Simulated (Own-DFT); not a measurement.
# Computed records: Si3N4 (beta silicon nitride, atoms displaced)

A calculation, not a measurement: plane-wave PBE density functional theory by an unreviewed code, no spin, of a simulated periodic cell, stress positive in tension, free energy of the whole cell less one offset for each atom, forces on such cells passed a denser k mesh, this cell's mesh not checked; offsets are fitted by least squares, one for each functional and potential file, so energies compare only between cells with the same atoms and settings and are not formation energies; the far tail of each file's local potential was reset to the Coulomb form; each entry is a single point on an unrelaxed cell, so the pressure reflects the starting lattice, mostly measured values (interpolated for alloys), from which strain is counted, and rises with the displacements; printed positions are rounded, which can move forces by about a meV/angstrom; the program, named Own-DFT, is a retired in-house code; no spin-orbit coupling. Program: Own-DFT development build.

```yaml
- formula: Si3N4
  kind: "beta silicon nitride, atoms displaced"
  structure:
    cell_angstrom: [[7.606, 0.0, 0.0], [-3.803, 6.587, 0.0], [0.0, 0.0, 8.727]]
    atoms_fractional:
      - [Si, 0.18107, 0.80047, 0.05693]
      - [Si, 0.25799, 0.41637, 0.07264]
      - [Si, 0.60609, 0.83592, 0.07818]
      - [Si, 0.81442, 0.23086, 0.25099]
      - [Si, 0.761, 0.5778, 0.24582]
      - [Si, 0.38882, 0.1785, 0.23745]
      - ["N", 0.32844, 0.02812, 0.07211]
      - ["N", 0.96112, 0.2823, 0.10133]
      - ["N", 0.70038, 0.67314, 0.07334]
      - ["N", 0.67224, 0.97123, 0.22696]
      - ["N", 0.05062, 0.69059, 0.24958]
      - ["N", 0.30087, 0.34718, 0.24177]
      - ["N", 0.33686, 0.65502, 0.07787]
      - ["N", 0.6846, 0.35915, 0.25689]
      - [Si, 0.1707, 0.75644, 0.43207]
      - [Si, 0.23584, 0.41775, 0.43355]
      - [Si, 0.60358, 0.82335, 0.42145]
      - [Si, 0.83184, 0.215, 0.58434]
      - [Si, 0.76104, 0.58411, 0.58721]
      - [Si, 0.40703, 0.18978, 0.57955]
      - ["N", 0.33586, 0.03709, 0.43101]
      - ["N", 0.01104, 0.3165, 0.41812]
      - ["N", 0.71468, 0.67975, 0.41495]
      - ["N", 0.668, 0.96347, 0.57595]
      - ["N", 0.01328, 0.71205, 0.59797]
      - ["N", 0.30316, 0.32935, 0.57866]
      - ["N", 0.33505, 0.6884, 0.4054]
      - ["N", 0.66869, 0.32919, 0.5835]
      - [Si, 0.19699, 0.77494, 0.76006]
      - [Si, 0.23251, 0.40821, 0.76267]
      - [Si, 0.58287, 0.83214, 0.75078]
      - [Si, 0.82772, 0.23103, 0.91506]
      - [Si, 0.76507, 0.6131, 0.90795]
      - [Si, 0.39156, 0.16642, 0.91303]
      - ["N", 0.33919, 0.036, 0.75185]
      - ["N", 0.98503, 0.2983, 0.76499]
      - ["N", 0.69923, 0.67239, 0.7601]
      - ["N", 0.66084, 0.95599, 0.91108]
      - ["N", 0.02717, 0.70559, 0.90908]
      - ["N", 0.29736, 0.34752, 0.92095]
      - ["N", 0.32393, 0.67723, 0.73604]
      - ["N", 0.64462, 0.3257, 0.9164]
  settings:
    functional: PBE
    potential_files: "PseudoDojo norm-conserving, scalar-relativistic, standard set"
    "wave_cutoff [hartree]": 42.0
    occupations: Fermi-Dirac
    "smearing_width [eV]": 0.1
    k_mesh: "3 x 3 x 3 centred on Gamma"
  results:
    "free_energy_of_cell_above_offsets [eV]": "8.413"
    "pressure [GPa]": 16.08
    "stress_xx [GPa]": -13.34
    "stress_yy [GPa]": -19.79
    "stress_zz [GPa]": -15.13
    "stress_yz [GPa]": -4.1
    "stress_xz [GPa]": 0.29
    "stress_xy [GPa]": 2.02
    force_element: [Si, Si, Si, Si, Si, Si, "N", "N", "N", "N", "N", "N", "N", "N", Si, Si, Si, Si, Si, Si, "N", "N", "N", "N", "N", "N", "N", "N", Si, Si, Si, Si, Si, Si, "N", "N", "N", "N", "N", "N", "N", "N"]
    "force_x [eV/angstrom]": [1.265, -7.351, -1.539, 2.181, 0.494, 1.749, 0.249, 1.857, 0.91, -0.517, -3.191, 2.781, -1.793, -0.531, -4.994, 6.61, -1.993, -0.042, -0.278, 3.495, -0.625, -12.93, -0.413, 0.401, 4.439, -1.902, 6.533, 1.46, -11.29, 0.63, 2.136, -2.067, 4.14, 0.677, -0.628, -2.92, -4.912, -0.067, -0.012, 6.282, 8.715, 2.996]
    "force_y [eV/angstrom]": [-11.44, 0.821, -4.996, 0.811, 13.42, 0.13, 6.736, 1.508, -0.264, 2.039, 0.728, -1.7, 6.45, -13.7, 3.212, 5.533, -0.818, 3.849, 1.307, -2.875, -1.163, -7.084, -1.064, 1.303, 0.742, 2.643, -3.146, -0.42, 2.779, 2.119, -2.067, -0.211, -4.581, 3.726, -0.482, -1.716, 1.72, 4.293, -0.05, -5.166, -5.101, 2.169]
    "force_z [eV/angstrom]": [6.816, 7.88, -1.552, 0.747, -1.134, 4.121, 2.07, -5.95, 2.634, 7.644, -1.191, 2.526, -1.328, 0.226, -1.904, -5.013, -5.042, -0.374, 0.02, 1.415, -4.311, 0.886, 0.258, 2.915, -0.5, 4.537, 1.792, 0.149, -2.295, -4.169, -1.804, 4.389, 5.174, -0.934, -1.422, -3.185, -7.476, -0.186, -0.47, -5.44, -0.426, -0.092]
```
